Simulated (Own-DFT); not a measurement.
# What random displacements cost in beta-Si3N4, 112 atoms (N64Si48)

Calculated results; nothing here was measured. They come from Own-DFT, an in-house plane-wave density functional program, since retired, whose code no person has reviewed. Each row is one single-point run on a periodic cell that was not relaxed, without spin or spin-orbit coupling.

Settings of every run: PBE; PseudoDojo norm-conserving scalar-relativistic files; cutoff 42 hartree; 2 x 2 x 4 k mesh centred on Gamma; Fermi-Dirac smearing of 0.1 eV.

Known limits, some of them of some rows only: some atoms lie very close together; forces on such cells moved up to 12 meV/angstrom on a denser k mesh; stress not checked against mesh or cutoff.

Cell vectors in Å: (15.212, 0.000, 0.000); (-7.606, 13.174, 0.000); (0.000, 0.000, 5.818). In each run every atom was moved at random and independently from its ideal site; u is the rms move along one axis. E is the free energy for each atom above the fitted value at u = 0, and F the rms of the force components.

```
run   u (Å)  E (meV/atom)  F (eV/Å)  largest force (eV/Å)  P (GPa)
  1  0.0188          18.6     0.828                  3.10     5.51
  2  0.0209          20.3     0.841                  2.65     5.62
  3  0.0479         110.7     2.033                  8.16     8.16
  4  0.0485             ?         ?                     ?        ?
  5  0.0494         119.8     2.108                  9.79     8.33
  6  0.0942         415.1     4.093                 17.17    16.20
  7  0.0982         473.1     4.871                 28.09    18.57
  8  0.0993         516.8     5.167                 36.00    18.79
  9  0.1457         994.6     7.626                 47.45    30.70
```

## Worked fit

For small independent moves the energy grows as E = (3/2) K u², with K the mean stiffness felt by one atom. The runs with u up to 0.11 Å give K = 32.8 ± 0.7 eV/Å², with residuals divided by u² + 0.0006 Å², since the noise grows with the moves. The scatter is 5.9 meV/atom at u = 0.05 Å. The forces follow F = G u with G = 45.1 eV/Å²; no force at u = 0 is resolved. G exceeds K because the moves of its neighbours add to the force on an atom, and stiffness differs between atoms. At u = 0.146 Å the parabola gives 1045 meV/atom and the run 995. The pressure follows P = 5.00 + 1362 u² GPa: at fixed volume, shortened bonds push harder than stretched ones pull.

## Withheld run

Question: what energy and rms force should run 4 give?

The fit gives 116 ± 6 meV/atom and about 2.19 eV/Å. The calculation gave 109.2 meV/atom and 2.043 eV/Å.
